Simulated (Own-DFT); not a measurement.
# Point defects and the pressure they add: monoclinic HfO2

Everything here is calculated. The program is Own-DFT (plane waves, in-house, since retired, never reviewed by a person); positions were held fixed, and spin and spin-orbit coupling were off.

Method: PBE; PseudoDojo norm-conserving scalar-relativistic files; cutoff 72 hartree; 2 x 2 x 2 k mesh centred on Gamma; Fermi-Dirac smearing of 0.1 eV.

Known weak points (not all hold for every row): not probed for a lower state with spin; hafnium file: forces about 75 meV/angstrom off all-electron values; oxygen file: force components 24 meV/angstrom off all-electron in a glass; forces on such cells passed a denser k mesh, each cell not checked; stress not checked against mesh or cutoff.

All runs share one cell, with vectors in Å (10.234, 0.000, 0.000); (0.000, 10.350, 0.000); (-1.696, 0.000, 10.445) and a volume of 1106.4 Å³. Atoms were moved at random from their sites; u is the rms move along one axis. The defect's site can differ from row to row.

```
                                      cell     formula   u (Å)  P (GPa)
                                 no defect     Hf32O64  0.0197     3.96
                                 no defect     Hf32O64  0.0213     4.05
                                 no defect     Hf32O64  0.0507     5.69
                       one Si on a Hf site   Hf31O64Si  0.0305     3.11
                       one Si on a Hf site   Hf31O64Si  0.0473     3.47
                       one Si on a Hf site   Hf31O64Si  0.0496     4.28
                           two O vacancies     Hf32O62  0.0312     3.82
                           two O vacancies     Hf32O62  0.0332     4.00
                           two O vacancies     Hf32O62  0.0501     4.71
two Al on a Hf site each and one O vacancy  Al2Hf30O63  0.0305     2.28
two Al on a Hf site each and one O vacancy  Al2Hf30O63  0.0487     3.12
two Al on a Hf site each and one O vacancy  Al2Hf30O63  0.0517     3.50
                             one O vacancy     Hf32O63  0.0282     3.84
                             one O vacancy     Hf32O63  0.0307     4.21
                             one O vacancy     Hf32O63  0.0458     5.49
                             one O vacancy     Hf32O63  0.0517        ?
```

## What the rows give

P = P0 + c u² + a shift for each defect gives P0 = 3.73 GPa, c = 740 ± 87 GPa/Å² and a scatter of 0.26 GPa. The shifts, and each times the cell's volume:

- one O vacancy: -0.15 ± 0.21 GPa, -1.1 eV (not resolved)
- two O vacancies: -0.68 ± 0.21 GPa, -4.7 eV (-2.3 eV for each of its 2 sites)
- one Si on a Hf site: -1.49 ± 0.22 GPa, -10.3 eV
- two Al on a Hf site each and one O vacancy: -2.23 ± 0.22 GPa, -15.4 eV

Against the defect-free cell, a freed cell would be larger where the shift is positive and smaller where it is negative (160.2 GPa Å³ is 1 eV). The atoms around the defects weren't relaxed, which would change these numbers.

## The run left out

Question: what pressure belongs in the blank (one O vacancy, u = 0.0517 Å)?

The fitted form gives 5.55 ± 0.32 GPa. The hidden result is 5.85 GPa.
